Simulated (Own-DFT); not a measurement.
# Same atoms, different arrangement: C16Si16, 32 atoms

No measurement is shown. These are fixed-geometry runs of a retired plane-wave code named Own-DFT, which no person has reviewed; spin and spin-orbit coupling are neglected.

Common settings: PBE; PseudoDojo norm-conserving scalar-relativistic files; cutoff 42 hartree; 5 x 5 x 3 k mesh centred on Gamma; Fermi-Dirac smearing of 0.1 eV.

Limits: forces on such cells passed a denser k mesh, each cell not checked; stress not checked against mesh or cutoff.

All cells hold the same atoms in the same cell, with vectors in Å (6.165, 0.000, 0.000); (-3.083, 5.339, 0.000); (0.000, 0.000, 10.068). Every atom was moved at random from its ideal site; u is the rms move along one axis. E is the free energy of the whole cell, counted from the lowest run. The arrangements:

- A: 2H SiC
- B: 4H SiC

```
arrangement   u (Å)  E (eV)  P (GPa)
          A  0.0276   0.022     3.58
          A  0.0279   0.228     3.71
          A  0.0304   0.432     3.87
          A  0.0549   2.695     5.40
          A  0.0553   2.394     5.26
          A  0.0609   3.490     6.41
          B  0.0285   0.000     3.52
          B  0.0295   0.176     3.68
          B  0.0318   0.557     3.98
          B  0.0572   3.181     6.04
          B  0.0625   4.213     7.18
          B  0.0638   4.175     6.23
```

Q: what order do the arrangements take when the shaking is discounted?

## Answer

Fit E = a + b u², with one b for all and one a for each arrangement, and with residuals divided by u², since the noise grows with the moves. Then b = 1198 eV/Å², the scatter at u = 0.04 Å is 0.20 eV, and against A:

- B: -0.06 ± 0.09 eV (not told apart from A)

The cells share one lattice and weren't relaxed, which can shift such small differences either way.
